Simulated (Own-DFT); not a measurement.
# A layer strained by its substrate: wurtzite AlGaN with randomly placed atoms, 72 atoms (Al9Ga27N36)

Calculated, not measured: single-point runs of Own-DFT, a retired in-house plane-wave DFT program that no person has reviewed, on unrelaxed cells, without spin or spin-orbit coupling.

Settings: PBE; PseudoDojo norm-conserving scalar-relativistic files (stringent for Ga); cutoff 96 hartree; 4 x 4 x 3 k mesh centred on Gamma; Gaussian smearing of 0.01 eV.

Limits: forces on such cells passed a denser k mesh, each cell not checked; stress not checked against mesh or cutoff.

Unstrained cell vectors in Å: (9.509, 0.000, 0.000); (-4.755, 8.235, 0.000); (0.000, 0.000, 10.268). The unstrained cell has measured lattice constants (interpolated for alloys), not those of this functional. That, the random moves and any unrelaxed bonds set the pressure at no strain. Each run strains x and y alike by e, as a substrate would, and holds the height along z. Each atom got a random Gaussian move of width 0.05 Å along each axis. The random placing of the alloy's atoms differs from row to row. Stress is positive in tension.

```
e (%)  u (Å)  (s_xx + s_yy)/2 (GPa)  s_zz (GPa)
-2.25  0.049                 -20.57      -10.73
-1.50  0.047                 -14.93       -9.56
-0.75  0.052                 -10.51       -9.85
-0.50  0.047                  -9.22       -7.83
-0.25  0.048                      ?           ?
 0.25  0.054                  -5.90       -7.71
 1.25  0.050                  -0.62       -4.92
 1.50  0.048                   0.76       -5.14
 2.00  0.050                   2.96       -4.55
 3.00  0.048                   7.55       -3.71
```

## Worked fit

With e as a fraction, the in-plane stress is -6.8 + 539 e - 2356 e² GPa (errors 9 and 569, scatter 0.42), and s_zz is -7.6 + 146 e GPa (slope ± 13, scatter 0.65). At e = 0 the first slope is C11 + C12 and the second 2 C13, both with the ions held to the strained lattice and at the cell's own pressure. The term in e² is negative: the layer stiffens under compression and softens under tension. A free layer would change its height as e changes, and the in-plane slope would drop by 2 C13²/C33 to the biaxial modulus. At fixed height, a misfit of 1 % moves the in-plane stress by about 5.4 GPa and s_zz by 1.5 GPa.

## The run left out

Question: what are the two stresses at e = -0.25 %?

The fit gives -8.1 and -8.0 GPa. DFT gave -7.30 and -9.38 GPa.
